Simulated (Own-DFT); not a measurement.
# Response to strain: wurtzite AlN, 72 atoms (Al36N36)

All numbers below are calculated, not measured. They come from Own-DFT, an in-house plane-wave density functional program, since retired, whose code no person has reviewed. Each row is one single-point run on a periodic cell that was not relaxed, without spin or spin-orbit coupling.

Settings of every run: PBE; PseudoDojo norm-conserving scalar-relativistic files; cutoff 42 hartree; 4 x 4 x 3 k mesh centred on Gamma; Gaussian smearing of 0.01 eV.

Known limits: k mesh not checked against a denser one; stress not checked against mesh or cutoff.

Unstrained cell vectors in Å: (9.336, 0.000, 0.000); (-4.668, 8.085, 0.000); (0.000, 0.000, 9.964). The unstrained cell has measured lattice constants (interpolated for alloys), not those of this functional. That, the random moves and any unrelaxed bonds set the pressure at no strain. Each run strains this cell uniformly, with the atoms carried along. Every atom was also moved at random, by a Gaussian of width 0.05 Å on each axis. Strain is the symmetric tensor, in per cent. Stress is positive in tension, and the pressure is minus a third of its trace.

| run | e_xx (%) | e_yy (%) | e_zz (%) | s_xx (GPa) | s_yy (GPa) | s_zz (GPa) | P (GPa) | E (meV/atom) |
|---|---|---|---|---|---|---|---|---|
| 1 | 0.00 | 0.00 | -1.25 | -4.98 | -6.95 | -11.96 | 7.97 | 3.7 |
| 2 | 0.00 | 0.00 | 3.00 | -4.46 | -3.94 | 8.10 | 0.10 | 7.0 |
| 3 | 0.00 | 0.00 | 1.00 | -5.26 | -3.60 | -1.37 | 3.41 | 0.0 |
| 4 | 0.00 | 0.00 | -1.00 | -4.18 | -5.75 | -13.18 | 7.71 | 11.2 |
| 5 | 0.00 | 0.00 | 1.25 | -7.94 | -3.34 | 1.42 | 3.28 | 11.2 |
| 6 | 0.00 | 0.00 | -0.75 | -6.40 | -6.15 | -8.80 | 7.12 | 16.4 |
| 7 | 0.00 | 0.00 | -0.50 | -5.60 | -7.37 | -8.11 | 7.03 | 21.2 |
| 8 | 0.00 | 0.00 | -2.00 | -7.22 | -5.39 | -17.84 | 10.15 | 19.9 |
| 9 | 0.00 | 0.00 | 0.75 | ? | ? | ? | ? | ? |

E is the free energy for each atom above the lowest run shown.

## Worked fit

The change of volume is close to e_xx + e_yy + e_zz. A straight line through the runs shown gives P = 5.78 - 198 x (fractional change of volume) GPa, with an error of 7 on the slope and a scatter of 0.31 GPa. The strain isn't the same on all axes and the cell isn't cubic, so the slope belongs to this path and is not the bulk modulus.

## Withheld run

Question: what pressure should run 9 give? Its volume changes by 0.75 %.

The line gives 4.3 GPa. The calculation gave 4.22 GPa.
